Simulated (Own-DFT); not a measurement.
# Biaxial strain at fixed height in wurtzite AlGaN with randomly placed atoms, 72 atoms (Al27Ga9N36)

The numbers are computed, not measured, by runs of the plane-wave DFT program Own-DFT (in-house, retired, unreviewed) at fixed positions, with no spin and no spin-orbit coupling.

Common settings: PBE; PseudoDojo norm-conserving scalar-relativistic files (stringent for Ga); cutoff 96 hartree; 4 x 4 x 3 k mesh centred on Gamma; Gaussian smearing of 0.01 eV.

Caveats: forces on such cells passed a denser k mesh, each cell not checked; stress not checked against mesh or cutoff.

Unstrained cell vectors in Å: (9.394, 0.000, 0.000); (-4.697, 8.135, 0.000); (0.000, 0.000, 10.066). The unstrained cell has measured lattice constants (interpolated for alloys), not those of this functional. That, the random moves and any unrelaxed bonds set the pressure at no strain. Each run strains x and y alike by e, as a substrate would, and holds the height along z. Random moves of width 0.05 Å per axis were added to every atom. The random placing of the alloy's atoms differs from row to row. Stress is positive in tension.

```
e (%),u (Å),(s_xx + s_yy)/2 (GPa),s_zz (GPa)
-3.00,0.052,-26.74,-12.26
-2.25,0.053,-20.93,-10.28
-2.00,0.046,-17.85,-10.03
-0.50,0.049,-9.10,-7.60
-0.25,0.049,-7.96,-6.22
1.25,0.053,1.09,-7.17
1.75,0.053,?,?
2.00,0.051,3.51,-2.98
2.75,0.050,6.98,-2.16
3.00,0.055,8.40,-4.51
```

## Analysis

With e as a fraction, the in-plane stress is -6.0 + 573 e - 3447 e² GPa (errors 10 and 616, scatter 0.60), and s_zz is -7.2 + 143 e GPa (slope ± 20, scatter 1.26). At e = 0 the first slope is C11 + C12 and the second 2 C13, both with the ions held to the strained lattice and at the cell's own pressure. The term in e² is negative: the layer stiffens under compression and softens under tension. A free layer would change its height as e changes, and the in-plane slope would drop by 2 C13²/C33 to the biaxial modulus. At fixed height, a misfit of 1 % moves the in-plane stress by about 5.7 GPa and s_zz by 1.4 GPa.

## Test on the hidden row

Q: what are the two stresses at e = 1.75 %?

The fitted form gives 2.9 and -4.7 GPa. The run itself gave 3.31 and -5.11 GPa.
